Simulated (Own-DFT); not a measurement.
Simulation results for GaN (wurtzite, atoms displaced)

A calculation, not a measurement: plane-wave PBE density functional theory by an unreviewed code, no spin, of a simulated periodic cell, stress positive in tension, free energy of the whole cell less one offset for each atom, forces on such cells passed a denser k mesh, this cell's mesh not checked; offsets are fitted by least squares, one for each functional and potential file, so energies compare only between cells with the same atoms and settings and are not formation energies; the far tail of each file's local potential was reset to the Coulomb form; each entry is a single point on an unrelaxed cell, so the pressure reflects the starting lattice, mostly measured values (interpolated for alloys), from which strain is counted, and rises with the displacements; printed positions are rounded, which can move forces by about a meV/angstrom; the program, named Own-DFT, is a retired in-house code; no spin-orbit coupling. Program: Own-DFT development build.

GaN (wurtzite, atoms displaced)

```
CELL_PARAMETERS angstrom
12.75600 0.00000 0.00000
-4.78350 8.28530 0.00000
0.00000 0.00000 10.37000
ATOMIC_POSITIONS crystal
Ga 0.07804 0.21958 0.00348
Ga 0.16459 0.10771 0.24641
N 0.08238 0.22583 0.19229
N 0.16282 0.11033 0.44264
Ga 0.07396 0.20754 0.50505
Ga 0.16010 0.10765 0.74869
N 0.07636 0.21979 0.68393
N 0.17243 0.12379 0.93966
Ga 0.07666 0.55545 0.99920
Ga 0.16463 0.44358 0.24712
N 0.08007 0.54609 0.19222
N 0.16413 0.44276 0.43157
Ga 0.08069 0.56125 0.50018
Ga 0.16154 0.43756 0.75146
N 0.08006 0.55466 0.68994
N 0.17062 0.45357 0.94420
Ga 0.08494 0.88690 0.99958
Ga 0.15995 0.77874 0.25450
N 0.08559 0.88861 0.18749
N 0.16295 0.77209 0.44473
Ga 0.08466 0.90097 0.49574
Ga 0.16540 0.77640 0.75363
N 0.08753 0.88727 0.68561
N 0.16445 0.77998 0.94392
Ga 0.33774 0.22416 0.99657
Ga 0.42157 0.11774 0.25175
N 0.33254 0.22356 0.18435
N 0.40803 0.11167 0.43756
Ga 0.33471 0.22574 0.50463
Ga 0.41983 0.10616 0.74697
N 0.33092 0.21918 0.68494
N 0.41093 0.11448 0.93669
Ga 0.33330 0.55717 0.00445
Ga 0.41903 0.44248 0.25409
N 0.33597 0.56369 0.18762
N 0.41389 0.44351 0.44360
Ga 0.33999 0.55790 0.50294
Ga 0.42315 0.45845 0.74718
N 0.33542 0.55893 0.69300
N 0.41073 0.44311 0.94445
Ga 0.34211 0.90716 0.99886
Ga 0.41667 0.78520 0.24866
N 0.33080 0.87786 0.18576
N 0.42120 0.77636 0.43931
Ga 0.33884 0.90591 0.49890
Ga 0.41773 0.77954 0.75797
N 0.33062 0.88621 0.69517
N 0.42283 0.78327 0.94027
Ga 0.58655 0.23275 0.99579
Ga 0.67150 0.10511 0.24577
N 0.58624 0.22163 0.18838
N 0.66804 0.11811 0.43304
Ga 0.58060 0.21695 0.50129
Ga 0.66388 0.10259 0.73686
N 0.58883 0.23098 0.69028
N 0.67041 0.11437 0.93794
Ga 0.58833 0.55478 0.00390
Ga 0.65696 0.43447 0.24207
N 0.58653 0.55437 0.18602
N 0.66581 0.44750 0.43016
Ga 0.57802 0.54854 0.50517
Ga 0.66736 0.44560 0.75328
N 0.58641 0.55084 0.68945
N 0.66608 0.45023 0.93074
Ga 0.57640 0.89148 0.99107
Ga 0.66256 0.77473 0.24947
N 0.58046 0.89022 0.18946
N 0.66460 0.77507 0.43736
Ga 0.58826 0.89909 0.50717
Ga 0.66507 0.77424 0.73913
N 0.58503 0.89197 0.67858
N 0.66464 0.77543 0.95341
Ga 0.83219 0.22022 0.00532
Ga 0.90736 0.10943 0.24814
N 0.83434 0.22504 0.19213
N 0.90895 0.10841 0.44505
Ga 0.82785 0.21949 0.50025
Ga 0.91451 0.10619 0.74988
N 0.83549 0.22830 0.69337
N 0.91796 0.10574 0.93953
Ga 0.82772 0.55299 0.98845
Ga 0.91432 0.43164 0.24886
N 0.83367 0.55935 0.18571
N 0.91498 0.44344 0.43646
Ga 0.83670 0.55934 0.49137
Ga 0.92591 0.44698 0.75418
N 0.84080 0.56104 0.68539
N 0.92015 0.44519 0.93384
Ga 0.83598 0.89619 0.00279
Ga 0.91807 0.78410 0.25614
N 0.82645 0.88079 0.18711
N 0.92143 0.76701 0.43613
Ga 0.83419 0.90103 0.49859
Ga 0.91908 0.78153 0.75608
N 0.82828 0.88600 0.68454
N 0.91642 0.77277 0.93288
```

* functional: PBE
* potential files: PseudoDojo norm-conserving, scalar-relativistic, standard set with the stringent files for Ga
* wave cutoff: 96 hartree
* occupations: Gaussian
* smearing width: 0.01 eV
* k mesh: 3 x 4 x 3 centred on Gamma
* free energy of cell above offsets: -4.194 eV
* pressure: 7.12 GPa
* stress xx: -5.87 GPa
* stress yy: -8.11 GPa
* stress zz: -7.38 GPa
* stress yz: 0.29 GPa
* stress xz: -0.19 GPa
* stress xy: 0.17 GPa

Force:
```tsv
element	x (eV/Å)	y (eV/Å)	z (eV/Å)
Ga	1.353	1.186	0.057
Ga	-0.119	0.931	0.467
N	-0.344	-1.642	-0.386
N	0.567	1.197	-1.356
Ga	-0.003	2.512	-1.867
Ga	1.097	0.42	0.402
N	0.659	-0.169	1.45
N	-0.795	-1.543	-0.266
Ga	1.638	0.629	1.221
Ga	1.007	0.713	0.62
N	-1.004	1.307	-0.913
N	0.311	-0.216	1.968
Ga	1.026	-1.782	-0.025
Ga	0.385	1.016	0.288
N	1.856	0.581	-0.352
N	-0.962	-1.104	-0.896
Ga	-0.985	1.047	-0.069
Ga	1.804	-1.317	-0.031
N	-1.199	0.342	-0.076
N	0.28	2.468	-0.834
Ga	0.961	-2.543	1.105
Ga	-0.074	-0.141	0.075
N	-1.266	0.501	0.294
N	1.409	-0.06	-0.735
Ga	-1.868	0.881	0.498
Ga	-0.705	-1.207	-0.957
N	0.531	-0.266	0.927
N	1.535	1.24	-0.335
Ga	-1.3	-0.182	-0.323
Ga	-1.356	1.033	0.215
N	0.345	0.608	1.343
N	2.506	0.693	-0.821
Ga	0.116	0.162	-0.007
Ga	-1.036	0.697	-0.808
N	0.538	-0.904	0.859
N	0.87	-0.306	-0.729
Ga	-2.465	0.1	-0.349
Ga	-0.342	-2.186	1.467
N	-0.524	0.038	-0.336
N	1.679	0.905	-1.249
Ga	-0.561	-2.693	0.729
Ga	0.858	-1.229	0.982
N	-1.668	2.136	0.194
N	-0.795	1.341	0.273
Ga	0.103	-3.797	0.657
Ga	-0.437	-0.303	-1.293
N	0.894	0.204	-0.866
N	-2.516	-0.806	-0.557
Ga	0.205	-1.324	0.225
Ga	-1.703	0.233	0.325
N	-0.068	-1.044	-0.955
N	-0.264	-0.843	0.565
Ga	-0.297	1.766	-0.692
Ga	0.565	2.384	2.084
N	-0.244	-1.643	-0.55
N	-0.906	0.084	-0.662
Ga	-2.175	0.363	-0.539
Ga	2.027	1.842	1.23
N	-1.245	-0.166	0.643
N	-0.197	-0.877	1.069
Ga	1.169	0.717	-1.362
Ga	1.657	0.705	-1.889
N	-0.858	0.696	-0.125
N	0.136	-0.928	1.2
Ga	3.072	0.743	2.073
Ga	-0.333	-0.171	0.042
N	0.724	-0.159	-0.8
N	-0.005	0.304	0.636
Ga	-0.223	-1.271	-4.117
Ga	0.113	0.121	1.888
N	-0.256	-1.276	3.077
N	-0.039	0.815	-2.275
Ga	0.327	0.409	-1.332
Ga	2.231	-0.632	0.784
N	-0.279	-1.502	-1.325
N	0.393	1.102	-1.768
Ga	0.346	1.677	0.82
Ga	-0.894	0.204	0.144
N	0.038	-1.193	-0.775
N	-0.989	1.069	-0.355
Ga	1.519	0.464	1.892
Ga	-0.943	3.334	0.654
N	0.091	-0.802	-0.49
N	0.251	-0.739	0.095
Ga	-0.71	-1.76	1.332
Ga	-2.304	-0.335	-1.124
N	-0.764	-0.533	0.423
N	-1.354	-1.022	1.317
Ga	-0.006	-2.086	-0.304
Ga	0.021	-1.244	-1.464
N	0.559	1.41	0.744
N	-1.472	3.005	0.22
Ga	0.39	-3.443	0.005
Ga	0.201	-0.509	-2.449
N	0.908	0.411	0.465
N	-0.422	1.147	1.739
```
